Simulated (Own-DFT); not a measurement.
# What random displacements cost in rutile TiO2, 72 atoms (O48Ti24)

Calculated results; nothing here was measured. They come from Own-DFT, an in-house plane-wave density functional program, since retired, whose code no person has reviewed. Each row is one single-point run on a periodic cell that was not relaxed, without spin or spin-orbit coupling.

Settings of every run: PBE; PseudoDojo norm-conserving scalar-relativistic files; cutoff 72 hartree; 3 x 3 x 3 k mesh centred on Gamma; Fermi-Dirac smearing of 0.1 eV.

Known limits, some of them of some rows only: some atoms lie very close together; oxygen file: force components 24 meV/angstrom off all-electron in a glass; forces on such cells passed a denser k mesh, each cell not checked; stress not checked against mesh or cutoff.

Cell vectors in Å: (9.187, 0.000, 0.000); (0.000, 9.187, 0.000); (0.000, 0.000, 8.876). In each run every atom was moved at random and independently from its ideal site; u is the rms move along one axis. E is the free energy for each atom above the fitted value at u = 0, and F the rms of the force components.

```
run,u (Å),E (meV/atom),F (eV/Å),largest force (eV/Å),P (GPa)
1,0.0194,8.1,0.380,1.34,4.96
2,0.0208,9.7,0.412,1.54,4.72
3,0.0208,9.2,0.414,1.47,4.78
4,0.0464,45.5,0.933,3.40,6.16
5,0.0489,53.9,1.057,4.17,6.55
6,0.0759,?,?,?,?
7,0.0831,149.2,1.802,7.01,10.64
8,0.1203,324.4,3.069,19.47,17.62
```

## Worked fit

For small independent moves the energy grows as E = (3/2) K u², with K the mean stiffness felt by one atom. The runs with u up to 0.11 Å give K = 14.5 ± 0.2 eV/Å², with residuals divided by u² + 0.0006 Å², since the noise grows with the moves. The scatter is 1.4 meV/atom at u = 0.05 Å. The forces follow F = G u with G = 20.5 eV/Å²; no force at u = 0 is resolved. G exceeds K because the moves of its neighbours add to the force on an atom, and stiffness differs between atoms. The pressure follows P = 4.41 + 894 u² GPa: at fixed volume, shortened bonds push harder than stretched ones pull.

## Withheld run

Question: what energy and rms force should run 6 give?

The fit gives 125 ± 4 meV/atom and about 1.56 eV/Å. The calculation gave 131.5 meV/atom and 1.762 eV/Å.
